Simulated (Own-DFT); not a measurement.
# What a defect does to the pressure of its cell: zincblende GaAs

No measurement is shown. These are fixed-geometry runs of a retired plane-wave code named Own-DFT, which no person has reviewed; spin and spin-orbit coupling are neglected.

Settings: PBE; PseudoDojo norm-conserving scalar-relativistic files; cutoff 42 hartree; 3 x 3 x 3 k mesh centred on Gamma; Fermi-Dirac smearing of 0.1 eV.

Keep in mind (not all hold for every row): not probed for a lower state with spin; forces not confirmed at this smearing and k mesh; stress not checked against mesh or cutoff.

All runs share one cell, with vectors in Å (10.862, 0.000, 0.000); (0.000, 10.862, 0.000); (0.000, 0.000, 11.796) and a volume of 1391.7 Å³, strained against the parent crystal. u is the rms random offset of the atoms per axis. The defect's site can differ from row to row.

```
                             cell     formula   u (Å)  P (GPa)
                        no defect    As32Ga32  0.0308     6.69
                        no defect    As32Ga32  0.0461     7.00
                        no defect    As32Ga32  0.0515     7.10
              one Al on a Ga site  AlAs32Ga31  0.0308        ?
              one Al on a Ga site  AlAs32Ga31  0.0308     6.60
              one Al on a Ga site  AlAs32Ga31  0.0412     6.87
              one Al on a Ga site  AlAs32Ga31  0.0563     7.24
              one In on a Ga site  As32Ga31In  0.0298     7.42
              one In on a Ga site  As32Ga31In  0.0312     7.49
              one In on a Ga site  As32Ga31In  0.0347     7.50
one As vacancy and one Ga vacancy    As31Ga31  0.0305     5.97
one As vacancy and one Ga vacancy    As31Ga31  0.0467     6.14
one As vacancy and one Ga vacancy    As31Ga31  0.0516     6.14
              one P on an As site   As31Ga32P  0.0300     6.39
              one P on an As site   As31Ga32P  0.0302     6.38
              one P on an As site   As31Ga32P  0.0528     6.79
```

## Analysis

P = P0 + c u² + a shift for each defect gives P0 = 6.51 GPa, c = 221 ± 22 GPa/Å² and a scatter of 0.06 GPa. The shifts, and each times the cell's volume:

- one In on a Ga site: 0.74 ± 0.05 GPa, 6.4 eV
- one Al on a Ga site: -0.03 ± 0.05 GPa, -0.3 eV (not resolved)
- one P on an As site: -0.33 ± 0.05 GPa, -2.8 eV
- one As vacancy and one Ga vacancy: -0.85 ± 0.05 GPa, -7.4 eV

Positive is outwards. The product with the volume (160.2 GPa Å³ to the eV) is nearly free of the cell's size; divided by the bulk modulus at the cell's pressure it gives the volume that the defect adds. The atoms around the defects weren't relaxed, which would change these numbers.

## Prediction

Q: what pressure belongs in the blank (one Al on a Ga site, u = 0.0308 Å)?

From the fit: 6.69 ± 0.08 GPa. Computed: 6.64 GPa.
